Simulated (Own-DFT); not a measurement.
# Strain and stress in beta-Si3N4, 112 atoms (N64Si48)

Calculated results; nothing here was measured. The program, named Own-DFT, is a retired in-house plane-wave density functional code that no person has reviewed. Each row is one single-point run on a periodic cell that was not relaxed, without spin or spin-orbit coupling.

Settings of every run: PBE; PseudoDojo norm-conserving scalar-relativistic files; cutoff 42 hartree; 2 x 2 x 4 k mesh centred on Gamma; Fermi-Dirac smearing of 0.1 eV.

Known limits: forces on such cells moved up to 12 meV/angstrom on a denser k mesh; stress not checked against mesh or cutoff.

Unstrained cell vectors in Å: (15.212, 0.000, 0.000); (-7.606, 13.174, 0.000); (0.000, 0.000, 5.818). The unstrained cell has measured lattice constants (interpolated for alloys), not those of this functional. That, the random moves and any unrelaxed bonds set the pressure at no strain. Each run strains this cell uniformly, with the atoms carried along. Every atom was also moved at random, by a Gaussian of width 0.05 Å on each axis. Strain is the symmetric tensor, in per cent. Stress is positive in tension, and the pressure is minus a third of its trace.

| run | e_xx (%) | e_yy (%) | e_zz (%) | e_yz (%) | e_xz (%) | e_xy (%) | s_xx (GPa) | s_yy (GPa) | s_zz (GPa) | s_yz (GPa) | s_xz (GPa) | s_xy (GPa) | P (GPa) | E (meV/atom) |
|---|---|---|---|---|---|---|---|---|---|---|---|---|---|---|
| 1 | 0.47 | -0.37 | 0.51 | -0.60 | -0.03 | -1.35 | -6.74 | -7.06 | -6.14 | -2.16 | -0.99 | -6.78 | 6.65 | 12.8 |
| 2 | -0.13 | 1.71 | -1.34 | -0.43 | -0.58 | -0.42 | -6.00 | 0.65 | -17.02 | -1.81 | -0.98 | 0.52 | 7.46 | 2.0 |
| 3 | -0.08 | -0.92 | 0.26 | 0.91 | -1.57 | -1.38 | -7.95 | -12.55 | -9.49 | 4.16 | -4.83 | -5.97 | 10.00 | 18.9 |
| 4 | -1.09 | -1.97 | 1.24 | -1.69 | 0.29 | 1.32 | -12.95 | -17.95 | -6.22 | -4.91 | 0.73 | 3.81 | 12.37 | 19.7 |
| 5 | 1.48 | 0.44 | 0.59 | -1.52 | 0.04 | 1.18 | -0.84 | -1.41 | -3.48 | -5.30 | -0.05 | 7.30 | 1.91 | 0.0 |
| 6 | -0.12 | -1.45 | -0.88 | 0.46 | -1.77 | 0.30 | -10.63 | -17.60 | -17.41 | 0.03 | -4.83 | 2.69 | 15.21 | 31.6 |
| 7 | 0.82 | -1.81 | -0.98 | -0.05 | -0.34 | 1.52 | -5.50 | -15.83 | -19.27 | -0.26 | 0.20 | 6.71 | 13.53 | 23.5 |
| 8 | 1.48 | -1.02 | 1.49 | 1.10 | 0.51 | 1.00 | -0.12 | -7.65 | -2.60 | 4.05 | 1.96 | 4.50 | 3.46 | 16.7 |
| 9 | 1.42 | -0.77 | -1.69 | -0.02 | -0.12 | 0.64 | -2.86 | -9.65 | -22.09 | -0.22 | -1.26 | 2.00 | 11.53 | 27.1 |
| 10 | -0.51 | -1.98 | 0.46 | -1.66 | -0.80 | 1.87 | -10.64 | -21.08 | -9.85 | -6.29 | -3.68 | 7.26 | 13.86 | 43.8 |
| 11 | -0.66 | -1.31 | 0.40 | 1.73 | -1.79 | -0.51 | -13.54 | -13.73 | -9.59 | 5.51 | -6.46 | -2.89 | 12.29 | 16.0 |
| 12 | -0.09 | 0.90 | -1.08 | -0.43 | 1.21 | -1.13 | -9.39 | -3.30 | -17.51 | -0.84 | 5.47 | -5.50 | 10.07 | 30.8 |
| 13 | -1.22 | 1.51 | 1.97 | -1.23 | 0.31 | 0.19 | -10.25 | 0.69 | 2.08 | -2.54 | 0.85 | 0.89 | 2.49 | 15.4 |
| 14 | -0.73 | 0.33 | -0.70 | -1.72 | 0.16 | -0.21 | -13.67 | -6.06 | -13.88 | -4.18 | 1.00 | -1.43 | 11.21 | 17.0 |
| 15 | 1.20 | -0.40 | 1.26 | 1.50 | -0.36 | 1.04 | -0.30 | -7.17 | -3.18 | 3.87 | -1.83 | 4.59 | 3.55 | 30.6 |
| 16 | 2.00 | 1.44 | 0.12 | 0.19 | 0.94 | 1.10 | 6.07 | 3.16 | -9.92 | 0.54 | 3.72 | 4.08 | 0.23 | 17.0 |
| 17 | -1.79 | 1.36 | -0.20 | -0.24 | -0.72 | -1.58 | ? | ? | ? | ? | ? | ? | ? | ? |

E is the free energy for each atom above the lowest run shown.

## Worked fit

Each stress component was fitted by least squares to a constant and the strains of the runs shown, as fractions, with shears doubled. Shear strains stay in the fit of a normal stress only where such slopes are resolved. The slopes, in GPa:

```
stress,at no strain,per e_xx,per e_yy,per e_zz,scatter
s_xx,-7.7,519 ± 37,102 ± 29,95 ± 34,1.43
s_yy,-7.1,171 ± 32,548 ± 26,87 ± 30,1.26
s_zz,-11.3,124 ± 29,98 ± 21,661 ± 20,0.77
```

Also, s_zz gains -53 ± 13 per 2 e_yz; s_zz gains -58 ± 16 per 2 e_xz; s_zz gains -37 ± 13 per 2 e_xy.

Each shear stress against twice its own strain: yz 163 ± 13, xz 183 ± 17, xy 229 ± 16 GPa. These are stiffnesses along x, y and z of the frame in which the cell vectors are given, which need not be the crystal's axes. The atoms are held to the strained lattice; where symmetry lets them move under strain, relaxing them would lower some slopes. The table should be nearly symmetric about its diagonal, and what it lacks of that shows the noise. A ninth of its sum, 267 ± 6 GPa, estimates the bulk modulus near the mean pressure of these runs, 8.5 GPa, so it lies above the value at zero pressure.

## Withheld run

Question: what normal stresses and pressure should run 17 give?

The fit gives s_xx = -15.8, s_yy = -2.9, s_zz = -11.2 and P = 10.0 GPa. The calculation gave -13.91, -4.82, -10.79 and P = 9.84 GPa.
